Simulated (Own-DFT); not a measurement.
# Computed records: Si3N4 (beta silicon nitride, atoms displaced)

All values are calculated (Own-DFT development build). A calculation, not a measurement: plane-wave PBE density functional theory by an unreviewed code, no spin, of a simulated periodic cell, stress positive in tension, free energy of the whole cell less one offset for each atom, forces on such cells passed a denser k mesh, this cell's mesh not checked; offsets are fitted by least squares, one for each functional and potential file, so energies compare only between cells with the same atoms and settings and are not formation energies; the far tail of each file's local potential was reset to the Coulomb form; each entry is a single point on an unrelaxed cell, so the pressure reflects the starting lattice, mostly measured values (interpolated for alloys), from which strain is counted, and rises with the displacements; printed positions are rounded, which can move forces by about a meV/angstrom; the program, named Own-DFT, is a retired in-house code; no spin-orbit coupling; before rounding, a Quantum ESPRESSO 7.3.1 run of the same cell and cutoff gave forces within 1 meV/angstrom rms on each cell, which checks the program and not the settings.

Settings shared by all entries: functional PBE; potential files PseudoDojo norm-conserving, scalar-relativistic, standard set; wave cutoff 42 hartree; occupations Fermi-Dirac; smearing width 0.1 eV; k mesh 3 x 3 x 3 centred on Gamma.

(1) Si3N4 (beta silicon nitride, atoms displaced)

```
cell vectors (Å)
   7.6060     0.0000     0.0000
  -3.8030     6.5870     0.0000
   0.0000     0.0000     8.7270
atoms (fractions of the cell vectors)
Si  0.16679  0.77163  0.07841
Si  0.23098  0.41539  0.09325
Si  0.58623  0.81908  0.08890
Si  0.83400  0.23158  0.24383
Si  0.77244  0.59150  0.26242
Si  0.40402  0.16938  0.24134
N   0.32874  0.04656  0.07061
N   0.95763  0.28570  0.07902
N   0.70238  0.67345  0.08649
N   0.67177  0.97746  0.24939
N   0.03173  0.69470  0.26224
N   0.30501  0.33876  0.24487
N   0.31422  0.64498  0.09177
N   0.67065  0.33988  0.25333
Si  0.18131  0.77506  0.42434
Si  0.22943  0.40847  0.41806
Si  0.58584  0.82901  0.41531
Si  0.82605  0.22957  0.58450
Si  0.76590  0.58244  0.58030
Si  0.40554  0.17885  0.58812
N   0.33213  0.03085  0.42165
N   0.96413  0.29965  0.42160
N   0.69757  0.66253  0.41980
N   0.67671  0.97152  0.58412
N   0.03619  0.69009  0.58649
N   0.30516  0.33249  0.58131
N   0.33438  0.67679  0.40930
N   0.67104  0.32748  0.58041
Si  0.16601  0.76323  0.75435
Si  0.22651  0.40216  0.75386
Si  0.58743  0.81832  0.74311
Si  0.83256  0.24143  0.91735
Si  0.75754  0.59359  0.92233
Si  0.41593  0.19212  0.91380
N   0.32915  0.02865  0.75391
N   0.96293  0.29959  0.74674
N   0.70094  0.67623  0.75523
N   0.63908  0.95232  0.90604
N   0.04497  0.71224  0.91484
N   0.30356  0.33563  0.91951
N   0.33563  0.66856  0.74777
N   0.66136  0.32812  0.91742
```

The calculation gives: free energy of cell above offsets -3.573 eV; pressure 8.26 GPa; stress xx -7.25 GPa; stress yy -8.51 GPa; stress zz -9.03 GPa; stress yz -0.59 GPa; stress xz -0.73 GPa; stress xy 0.11 GPa.

Force:
```csv
element,x (eV/Å),y (eV/Å),z (eV/Å)
Si,1.838,0.958,3.119
Si,0.84,-6.637,-2.919
Si,-0.674,0.481,-2.474
Si,-2.665,0.72,2.756
Si,-0.529,0.777,-2.199
Si,0.139,1.593,2.106
N,0.212,-3.599,2.635
N,2.888,1.726,0.544
N,0.395,-0.046,1.6
N,-0.245,-1.904,-0.027
N,0.012,0.918,-2.388
N,0.497,-1.229,2.659
N,-1.148,8.883,-0.318
N,0.544,-2.508,-0.618
Si,-1.092,-0.231,-0.435
Si,0.361,0.257,-0.567
Si,2.452,0.516,0.742
Si,-0.439,-0.87,-0.446
Si,0.084,1.619,1.926
Si,1.328,-1.521,-0.291
N,-0.209,1.211,-1.4
N,1.911,0.521,-2.041
N,-1.934,1.466,0.478
N,-0.289,-0.943,-1.093
N,-2.011,-0.397,-0.135
N,-1.543,0.854,0.806
N,1.044,-2.302,0.55
N,-1.931,0.242,0.517
Si,3.084,1.926,-2.38
Si,0.459,1.148,-0.777
Si,0.076,1.009,0.616
Si,-2.261,-3.852,-2.133
Si,1.455,0.289,-1.129
Si,-1.737,-3.058,-1.435
N,-0.422,1.038,-0.856
N,1.72,0.703,1.647
N,2.089,-1.782,-1.542
N,1.139,2.935,3.525
N,-4.637,-3.009,1.503
N,-1.407,0.848,0.106
N,-1.804,-2.218,-0.259
N,2.41,3.469,0.025
```

(2) Si3N4 (beta silicon nitride, atoms displaced)

```
cell vectors (Å)
   7.6060     0.0000     0.0000
  -3.8030     6.5870     0.0000
   0.0000     0.0000     8.7270
atoms (fractions of the cell vectors)
Si  0.16770  0.77211  0.08567
Si  0.22543  0.39037  0.08890
Si  0.59454  0.82397  0.08493
Si  0.83378  0.23130  0.24738
Si  0.76230  0.59334  0.25767
Si  0.40267  0.17820  0.24800
N   0.32735  0.02180  0.08514
N   0.95154  0.30557  0.07690
N   0.71573  0.67275  0.07831
N   0.66494  0.97926  0.25295
N   0.03368  0.70293  0.25637
N   0.29671  0.33934  0.25622
N   0.34982  0.66569  0.08383
N   0.67700  0.34345  0.24504
Si  0.17366  0.77483  0.41256
Si  0.22677  0.39317  0.41201
Si  0.60230  0.81307  0.42928
Si  0.82745  0.23158  0.57602
Si  0.76182  0.58798  0.57923
Si  0.39490  0.17182  0.59165
N   0.32620  0.03463  0.42232
N   0.96405  0.28956  0.41781
N   0.68412  0.65925  0.41651
N   0.66255  0.96452  0.59084
N   0.03029  0.70158  0.58192
N   0.30668  0.33193  0.58672
N   0.33413  0.66153  0.41267
N   0.68257  0.34129  0.58521
Si  0.18461  0.77916  0.75758
Si  0.23985  0.41842  0.74699
Si  0.58102  0.81637  0.74464
Si  0.82147  0.22763  0.91892
Si  0.76583  0.58562  0.91836
Si  0.40228  0.17099  0.91763
N   0.32591  0.03759  0.74669
N   0.97341  0.29535  0.75326
N   0.69359  0.67131  0.75122
N   0.67083  0.97024  0.91542
N   0.03461  0.70041  0.91343
N   0.30985  0.33130  0.91448
N   0.32775  0.66425  0.74644
N   0.66409  0.33303  0.91911
```

Results for Si3N4 (beta silicon nitride, atoms displaced): free energy of cell above offsets -3.078 eV; pressure 8.21 GPa; stress xx -4.9 GPa; stress yy -10.43 GPa; stress zz -9.28 GPa; stress yz -0.16 GPa; stress xz 1.93 GPa; stress xy 2.6 GPa.

Force:
```csv
element,x (eV/Å),y (eV/Å),z (eV/Å)
Si,2.212,-2.729,-0.111
Si,-1.661,3.117,-3.499
Si,1.876,1.479,-0.152
Si,-2.803,-0.121,0.683
Si,1.764,0.554,-3.063
Si,2.213,-0.132,1.387
N,-0.496,2.776,-0.084
N,5.191,1.579,2.563
N,-1.719,1.13,2.789
N,1.173,-2.571,0.477
N,-1.93,-0.632,-1.88
N,3.444,-3.202,-3.304
N,-4.443,-2.359,-0.083
N,-1.546,-2.101,0.683
Si,2.43,-0.763,3.019
Si,-2.333,3.224,5.116
Si,-6.462,3.913,-2.367
Si,0.041,-0.82,3.879
Si,1.417,1.605,2.515
Si,2.996,1.688,-3.245
N,-0.04,0.881,-1.331
N,2.052,0.671,-1.679
N,3.46,-1.873,0.368
N,0.408,1.256,-2.176
N,-0.111,0.529,0.489
N,-1.668,1.142,-1.187
N,-0.435,0.165,0.551
N,-2.84,-2.569,-0.158
Si,-1.772,-1.656,-3.037
Si,-0.681,-3.306,1.194
Si,1.585,1.522,3.149
Si,-0.883,-0.416,-3.566
Si,-0.03,1.439,-1.832
Si,1.172,0.53,0.11
N,0.616,-1.901,3.038
N,-0.2,0.089,-1.058
N,1.471,-1.38,-0.641
N,-0.597,-1.27,-0.058
N,-0.73,-0.191,1.361
N,-2.033,0.537,1.272
N,-0.314,1.794,0.233
N,0.204,-1.627,-0.368
```

(3) Si3N4 (beta silicon nitride, atoms displaced)

```
cell vectors (Å)
   7.6060     0.0000     0.0000
  -3.8030     6.5870     0.0000
   0.0000     0.0000     8.7270
atoms (fractions of the cell vectors)
Si  0.17538  0.76941  0.08238
Si  0.22646  0.40408  0.08026
Si  0.60083  0.82982  0.08372
Si  0.82408  0.22353  0.24611
Si  0.76379  0.59463  0.24940
Si  0.40401  0.16246  0.25469
N   0.34202  0.04413  0.08139
N   0.97431  0.31164  0.08779
N   0.69570  0.65640  0.08954
N   0.65421  0.96230  0.25633
N   0.03943  0.71221  0.24413
N   0.29838  0.34501  0.25619
N   0.34660  0.67524  0.08365
N   0.66938  0.33768  0.24517
Si  0.16560  0.75476  0.41788
Si  0.22682  0.41199  0.41849
Si  0.59867  0.83410  0.41950
Si  0.81477  0.21113  0.58131
Si  0.78158  0.59472  0.58160
Si  0.41558  0.17838  0.59166
N   0.33407  0.03120  0.40848
N   0.96600  0.29989  0.42042
N   0.68877  0.66393  0.41840
N   0.67910  0.96627  0.58741
N   0.02824  0.69466  0.58728
N   0.30697  0.32267  0.58017
N   0.32381  0.66282  0.41050
N   0.66920  0.33448  0.57156
Si  0.17845  0.76118  0.74072
Si  0.23459  0.39885  0.74644
Si  0.58584  0.82459  0.74837
Si  0.83253  0.23243  0.92487
Si  0.76616  0.60026  0.91444
Si  0.39933  0.16145  0.90702
N   0.32510  0.00710  0.74671
N   0.97316  0.31445  0.75844
N   0.70253  0.66431  0.75528
N   0.66320  0.95746  0.90848
N   0.03274  0.69889  0.91818
N   0.30378  0.32988  0.91004
N   0.32681  0.66385  0.74721
N   0.67249  0.33803  0.91013
```

Results for Si3N4 (beta silicon nitride, atoms displaced): free energy of cell above offsets -3.288 eV; pressure 7.53 GPa; stress xx -5.88 GPa; stress yy -7.08 GPa; stress zz -9.63 GPa; stress yz 2.21 GPa; stress xz -1.11 GPa; stress xy -0.89 GPa.

Force:
```csv
element,x (eV/Å),y (eV/Å),z (eV/Å)
Si,1.516,1.187,-1.058
Si,2.997,1.779,1.047
Si,0.184,-1.924,-0.234
Si,-1.668,1.614,2.183
Si,1.879,-0.705,1.488
Si,-1,4.829,-2.852
N,-0.465,-2.636,-0.315
N,-0.419,-1.456,-0.376
N,-2.179,2.633,-2.487
N,1.183,2.352,-2.182
N,-2.206,-1.394,2.019
N,1.864,-2.205,-1.899
N,-1.998,-1.561,-0.517
N,0.745,-1.516,0.423
Si,-0.399,2.745,-1.426
Si,1.568,-1.837,0.065
Si,-0.811,-3.634,0.16
Si,0.473,5.722,1.696
Si,-4.011,-0.915,0.695
Si,0.043,-1.725,-2.987
N,-0.06,-2.992,5.121
N,-0.21,-0.759,-0.571
N,1.198,0.581,0.388
N,-0.713,-1.898,-0.556
N,1.114,0.749,-2.085
N,-2.669,1.363,0.731
N,1.867,1.879,1.345
N,1.163,-1.138,0.922
Si,-2.597,-2.093,3.472
Si,-1.207,0.598,-0.346
Si,1.629,-2.752,0.134
Si,-2.291,0.082,-2.481
Si,2.738,-1.806,2.384
Si,1.345,2.387,1.799
N,0.349,4.567,-0.491
N,0.475,-1.466,-2.107
N,-2.34,1.623,-3.576
N,0.737,3.297,3.072
N,-0.238,0.346,-1.102
N,-0.18,-0.62,1.075
N,3.201,-1.391,-0.567
N,-0.608,-1.912,-0.007
```

(4) Si3N4 (beta silicon nitride, atoms displaced)

```
cell vectors (Å)
   7.6060     0.0000     0.0000
  -3.8030     6.5870     0.0000
   0.0000     0.0000     8.7270
atoms (fractions of the cell vectors)
Si  0.17721  0.77826  0.07690
Si  0.22975  0.38540  0.08157
Si  0.60098  0.83305  0.07602
Si  0.82615  0.21939  0.24424
Si  0.77183  0.59766  0.24205
Si  0.41223  0.15965  0.23838
N   0.32622  0.02775  0.07337
N   0.97565  0.31419  0.08218
N   0.70656  0.67770  0.08789
N   0.65885  0.96610  0.25014
N   0.04433  0.70814  0.25395
N   0.28630  0.33589  0.24868
N   0.32205  0.65603  0.08699
N   0.67435  0.34205  0.24912
Si  0.17024  0.75667  0.40746
Si  0.23699  0.40043  0.42119
Si  0.59189  0.81697  0.41772
Si  0.82323  0.23514  0.59604
Si  0.76900  0.59063  0.58269
Si  0.40711  0.16883  0.59180
N   0.32874  0.03647  0.41343
N   0.96305  0.30238  0.40990
N   0.71533  0.66335  0.40858
N   0.67775  0.97670  0.58498
N   0.03291  0.69901  0.58368
N   0.30202  0.32757  0.58388
N   0.33851  0.66033  0.41412
N   0.67597  0.34483  0.58485
Si  0.17047  0.77856  0.74903
Si  0.24618  0.40893  0.75478
Si  0.60559  0.83934  0.75601
Si  0.82901  0.23461  0.91177
Si  0.76972  0.60551  0.91249
Si  0.41071  0.17916  0.91510
N   0.33382  0.03767  0.75627
N   0.97606  0.29756  0.74538
N   0.68951  0.66933  0.75819
N   0.67012  0.96801  0.92462
N   0.03205  0.69460  0.92135
N   0.31148  0.34298  0.91535
N   0.32111  0.66170  0.75383
N   0.65964  0.33639  0.91847
```

Results for Si3N4 (beta silicon nitride, atoms displaced): free energy of cell above offsets -2.610 eV; pressure 7.91 GPa; stress xx -2.77 GPa; stress yy -7.25 GPa; stress zz -13.69 GPa; stress yz 0.83 GPa; stress xz -4.31 GPa; stress xy 0.2 GPa.

Force:
```csv
element,x (eV/Å),y (eV/Å),z (eV/Å)
Si,2.171,-3.926,2.489
Si,-3.128,4.492,0.241
Si,-2.513,-4.655,5.029
Si,-0.98,2.516,1.125
Si,2.582,-0.735,1.083
Si,-1.13,3.545,3.043
N,0.13,1.513,0.065
N,-0.793,-2.154,-1.593
N,-0.309,0.628,-2.654
N,0.353,-0.395,-0.393
N,-3.449,-1.063,-4.848
N,4.815,-3.32,0.767
N,1.771,2.009,-0.968
N,-0.019,-2.604,-0.938
Si,2.495,2.046,4.209
Si,-2.989,-0.09,-1.401
Si,1.238,0.583,-0.336
Si,1.158,0.606,-5.088
Si,-0.211,2.416,-0.202
Si,0.164,1.708,-3.719
N,0.643,-1.661,0.867
N,1.477,0.134,2.665
N,-3.445,2.099,2.607
N,-0.337,-1.583,0.343
N,-0.664,0.4,-0.213
N,0.861,-0.355,1.489
N,-0.905,0.397,0.876
N,-1.165,-3.461,0.982
Si,1.845,-2.16,0.595
Si,-2.51,1.222,-2.331
Si,-2.69,-2.321,-1.549
Si,-0.31,1.371,1.62
Si,1.456,-1.646,2.91
Si,-0.81,0.787,0.629
N,-0.074,-1.593,-0.699
N,0.444,-0.016,2.583
N,0.88,0.196,-2.988
N,0.2,3.647,-3.529
N,-2.357,0.209,-2.562
N,1.784,-2.176,0.634
N,1.674,2.592,-0.311
N,2.648,0.799,-0.527
```

(5) Si3N4 (beta silicon nitride, atoms displaced)

```
cell vectors (Å)
   7.6060     0.0000     0.0000
  -3.8030     6.5870     0.0000
   0.0000     0.0000     8.7270
atoms (fractions of the cell vectors)
Si  0.16200  0.76124  0.08812
Si  0.24402  0.41026  0.08921
Si  0.59576  0.81705  0.08469
Si  0.82395  0.23258  0.25172
Si  0.77443  0.59429  0.24352
Si  0.40733  0.18474  0.24706
N   0.32224  0.01400  0.08410
N   0.96599  0.29356  0.08469
N   0.69028  0.67260  0.08389
N   0.66679  0.96200  0.24754
N   0.03609  0.70671  0.24998
N   0.31497  0.33974  0.25227
N   0.33532  0.66083  0.09392
N   0.65376  0.31749  0.25524
Si  0.18055  0.77249  0.42204
Si  0.23681  0.40108  0.40435
Si  0.58288  0.82619  0.40514
Si  0.83755  0.23548  0.58509
Si  0.77197  0.59821  0.58372
Si  0.40545  0.17677  0.57562
N   0.32794  0.01113  0.42594
N   0.96163  0.30124  0.41032
N   0.69978  0.66851  0.41204
N   0.67087  0.95781  0.58790
N   0.03919  0.70950  0.58357
N   0.30547  0.32693  0.57935
N   0.33018  0.65629  0.41452
N   0.67499  0.33552  0.59457
Si  0.16436  0.75778  0.75813
Si  0.22983  0.40024  0.75886
Si  0.60724  0.83698  0.74441
Si  0.82821  0.22459  0.92534
Si  0.77880  0.60504  0.91160
Si  0.40505  0.16818  0.91192
N   0.32907  0.03439  0.74952
N   0.97895  0.31778  0.74959
N   0.70531  0.67541  0.75167
N   0.65363  0.97698  0.91384
N   0.04300  0.71040  0.92263
N   0.29441  0.33452  0.91462
N   0.34060  0.67029  0.75347
N   0.67241  0.33112  0.91050
```

Results for Si3N4 (beta silicon nitride, atoms displaced): free energy of cell above offsets -2.638 eV; pressure 8.44 GPa; stress xx -7.54 GPa; stress yy -6.67 GPa; stress zz -11.11 GPa; stress yz 0.22 GPa; stress xz -0.45 GPa; stress xy 0.61 GPa.

Force:
```csv
element,x (eV/Å),y (eV/Å),z (eV/Å)
Si,4.382,0.711,0.059
Si,-2.119,-0.521,-2.198
Si,-4.675,3.324,-1.412
Si,-0.597,-1.975,-1.335
Si,-1.24,-0.433,2.036
Si,0.914,-5.849,0.073
N,-0.304,3.963,0.226
N,2.063,1.078,1.781
N,5.696,-3.22,-1.158
N,0.112,2.464,-0.883
N,-1.686,-1.398,1.651
N,-0.009,-0.902,-2.149
N,-1.536,0.953,-0.41
N,1.819,3.641,-0.627
Si,0.022,-4.18,-0.678
Si,-2.527,0.841,5.296
Si,2.108,-1.417,3.5
Si,-1.768,-1.116,0.059
Si,0.239,-0.403,-0.978
Si,2.309,-0.974,2.768
N,0.353,6.185,-2.636
N,2.891,0.734,1.265
N,0.07,0.059,-0.03
N,0.19,4.25,-5.144
N,-1.676,-1.324,1.09
N,-2.536,1.185,-0.305
N,-1.13,0.635,-0.046
N,-0.755,-0.343,-1.227
Si,3.63,2.562,-2.884
Si,-0.076,3.023,-4.403
Si,-2.223,-3.06,3.876
Si,-1.352,1.368,-2.849
Si,-0.387,-2.373,1.269
Si,0.312,0.683,1.175
N,-0.401,-1.594,-0.988
N,-0.584,-1.5,1.099
N,0.466,0.252,-0.389
N,1.64,-2.194,1.014
N,-3.431,-1.975,-0.262
N,3.26,-2.212,3.604
N,-0.373,-0.757,-0.024
N,-1.09,1.81,1.173
```

(6) Si3N4 (beta silicon nitride, atoms displaced)

```
cell vectors (Å)
   7.6060     0.0000     0.0000
  -3.8030     6.5870     0.0000
   0.0000     0.0000     8.7270
atoms (fractions of the cell vectors)
Si  0.18534  0.77185  0.06921
Si  0.22502  0.39537  0.08235
Si  0.59257  0.83337  0.07927
Si  0.82145  0.22210  0.24479
Si  0.77145  0.60269  0.24908
Si  0.40656  0.17568  0.24995
N   0.32138  0.01647  0.08929
N   0.97730  0.31787  0.08500
N   0.69974  0.66429  0.08206
N   0.66968  0.96686  0.25666
N   0.02875  0.69965  0.24988
N   0.30419  0.33546  0.25184
N   0.33625  0.65661  0.07881
N   0.66116  0.33323  0.26129
Si  0.17601  0.77258  0.41423
Si  0.24320  0.40281  0.41419
Si  0.60489  0.82004  0.41931
Si  0.83857  0.23323  0.58058
Si  0.78273  0.60465  0.58596
Si  0.40616  0.18497  0.59072
N   0.33593  0.03237  0.42850
N   0.96820  0.30234  0.42119
N   0.70186  0.66420  0.41664
N   0.66823  0.97887  0.59505
N   0.02937  0.69936  0.58500
N   0.28853  0.33023  0.57494
N   0.35244  0.68846  0.42286
N   0.64802  0.32818  0.58431
Si  0.17150  0.76630  0.75019
Si  0.22939  0.40815  0.74604
Si  0.59371  0.83100  0.76137
Si  0.83116  0.22582  0.91444
Si  0.76843  0.58989  0.91671
Si  0.40509  0.18925  0.90865
N   0.32235  0.03642  0.74410
N   0.96831  0.28766  0.76637
N   0.70992  0.67100  0.74959
N   0.66212  0.97586  0.91907
N   0.04520  0.70387  0.91532
N   0.30544  0.32983  0.91529
N   0.32340  0.65795  0.74990
N   0.66337  0.33546  0.91070
```

The calculation gives: free energy of cell above offsets -2.681 eV; pressure 8.71 GPa; stress xx -7.9 GPa; stress yy -8.21 GPa; stress zz -10.01 GPa; stress yz 1.25 GPa; stress xz 1.12 GPa; stress xy -1.83 GPa.

Force:
```csv
element,x (eV/Å),y (eV/Å),z (eV/Å)
Si,0.16,-2.707,4.429
Si,1.694,1.863,0.163
Si,0.916,-2.569,2.596
Si,-1.271,2.45,2.457
Si,1.389,-1.984,-0.055
Si,0.368,-1.634,1.726
N,0.387,4.939,-1.459
N,-1.645,-2.35,-0.643
N,-1.309,1.665,-0.653
N,0.609,-0.03,-2.225
N,1.141,0.462,-0.951
N,0.445,-1.107,-2.035
N,-0.589,1.316,-0.062
N,1.707,0.291,-1.481
Si,1.041,0.419,0.289
Si,-4.25,3.51,-0.764
Si,-1.456,2.124,1.833
Si,-3.938,-0.441,2.785
Si,-2.088,-3.424,-0.818
Si,-1.064,-1.989,-2.635
N,-1.087,0.424,-2.121
N,2.114,0.724,-2.929
N,-0.005,0.735,0.837
N,1.181,-1.85,-1.088
N,1.883,0.44,-0.508
N,1.476,-0.799,3.962
N,-1.483,-4.041,-0.6
N,5.341,3.979,0.333
Si,0.656,1.727,-1.427
Si,0.517,-1.203,0.592
Si,0.316,-1.908,-3.473
Si,-3.776,1.765,3.539
Si,0.927,1.091,0.112
Si,3.484,-4.38,1.171
N,-0.056,-1.695,2.572
N,1.991,1.465,-5.492
N,-2.155,1.611,1.28
N,0.275,-0.503,0.879
N,-3.579,-1.818,-0.945
N,-3.833,2.139,-0.082
N,1.348,2.489,0.285
N,2.218,-1.195,0.607
```
